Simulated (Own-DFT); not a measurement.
# Around an empty site: diamond silicon, 63 atoms (Si63), with one Si vacancy

Calculated results; nothing here was measured. The program, named Own-DFT, is a retired in-house plane-wave density functional code that no person has reviewed. Each row is one single-point run on a periodic cell that was not relaxed, without spin or spin-orbit coupling.

Settings of every run: PBE; PseudoDojo norm-conserving scalar-relativistic files; cutoff 20 hartree; 3 x 3 x 3 k mesh centred on Gamma; Fermi-Dirac smearing of 0.1 eV.

Known limits: not probed for a lower state with spin; forces not confirmed at this smearing and k mesh; stress not checked against mesh or cutoff.

Cell vectors in Å: (10.862, 0.000, 0.000); (0.000, 10.862, 0.000); (0.000, 0.000, 10.862). Every atom was also moved at random, by a Gaussian of width 0.03 Å on each axis. The defect's site can differ from row to row. The empty site has 4 nearest neighbours, all Si. For each, d is its distance from the empty site and R the part of its force along the line away from it, positive outwards. The last column is the rms force component on atoms over 4.5 Å away.

```
run  d1 (Å)  d2 (Å)  d3 (Å)  d4 (Å)  R1 (eV/Å)  R2 (eV/Å)  R3 (eV/Å)  R4 (eV/Å)  far F (eV/Å)
  1   2.309   2.331   2.382   2.410      -0.08      -0.21      -0.51      -0.59          0.47
  2   2.318   2.332   2.344   2.398      -0.32      -0.32      -0.21      -0.36          0.49
  3   2.347   2.353   2.360   2.364      -0.31      -0.50      -0.17      -0.53          0.50
  4   2.335   2.356   2.364   2.375      -0.19      -0.61      -0.39      -0.49          0.42
  5   2.304   2.336   2.354   2.389      -0.15      -0.17      -0.21      -0.58          0.52
  6   2.333   2.352   2.373   2.384      -0.06      -0.25      -0.29      -0.36          0.49
  7   2.316   2.338   2.344   2.431      -0.50      -0.15      -0.21      -0.58          0.49
  8   2.328   2.343   2.376   2.390      -0.25      -0.18      -0.43      -0.37          0.43
  9   2.315   2.318   2.333   2.347      -0.08      -0.16      -0.34      -0.38          0.47
 10   2.312   2.338   2.344   2.372          ?          ?          ?          ?             ?
```

## Worked fit

A straight line through the 36 neighbours shown gives R = -0.32 - 3.6 (d - 2.352) eV/Å, with a scatter of 0.12 left by the moves of the other atoms. The slope, with an error of 0.7, is the pull back towards the neighbour's own site. The constant, -0.32 ± 0.02 eV/Å, is the force at the mean distance: with one bond gone, the neighbours are pushed inwards, towards the empty site. It shows how a relaxation would start, not where it would end, and it depends somewhat on the width of the random moves.

## Withheld run

Question: what mean R should the neighbours of run 10 feel? Their mean d is 2.341 Å.

The line gives -0.28 ± 0.05 eV/Å, by the scatter of the means of the runs shown. The calculation gave R = -0.18, -0.29, -0.22, -0.58, a mean of -0.32 eV/Å.
